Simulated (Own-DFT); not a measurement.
# What a defect does to the pressure of its cell: wurtzite GaN

Source: density functional calculations with Own-DFT, an unreviewed in-house program that is no longer used. Nothing was measured or relaxed, and spin and spin-orbit coupling are left out.

Method: PBE; PseudoDojo norm-conserving scalar-relativistic files; cutoff 42 hartree; 4 x 4 x 3 k mesh centred on Gamma; Fermi-Dirac smearing of 0.1 eV.

Keep in mind (not all hold for every row): not probed for a lower state with spin; forces not confirmed at this smearing and k mesh; stress not checked against mesh or cutoff.

All runs share one cell, with vectors in Å (9.567, 0.000, 0.000); (-4.784, 8.285, 0.000); (0.000, 0.000, 10.370) and a volume of 822.0 Å³. u is the rms random offset of the atoms per axis. The defect's site can differ from row to row.

| cell | formula | u (Å) | P (GPa) |
|---|---|---|---|
| no defect | Ga36N36 | 0.0206 | 5.96 |
| no defect | Ga36N36 | 0.0466 | 7.42 |
| no defect | Ga36N36 | 0.0477 | 7.12 |
| one N on a Ga site | Ga35N37 | 0.0294 | 5.55 |
| one N on a Ga site | Ga35N37 | 0.0475 | 6.50 |
| one N on a Ga site | Ga35N37 | 0.0558 | 7.31 |
| one Ga on an N site | Ga37N35 | 0.0286 | ? |
| one Ga on an N site | Ga37N35 | 0.0287 | 12.32 |
| one Ga on an N site | Ga37N35 | 0.0472 | 13.67 |
| one Ga on an N site | Ga37N35 | 0.0515 | 13.24 |

## Working it out

P = P0 + c u² + a shift for each defect gives P0 = 5.68 GPa, c = 713 ± 105 GPa/Å² and a scatter of 0.27 GPa. The shifts, and each times the cell's volume:

- one Ga on an N site: 6.04 ± 0.22 GPa, 31.0 eV
- one N on a Ga site: -0.70 ± 0.23 GPa, -3.6 eV

Against the defect-free cell, a freed cell would be larger where the shift is positive and smaller where it is negative (160.2 GPa Å³ is 1 eV). The atoms around the defects weren't relaxed, which would change these numbers.

## Withheld run

Asked: what pressure belongs in the blank (one Ga on an N site, u = 0.0286 Å)?

The fitted form gives 12.30 ± 0.33 GPa. The run itself gave 11.98 GPa.
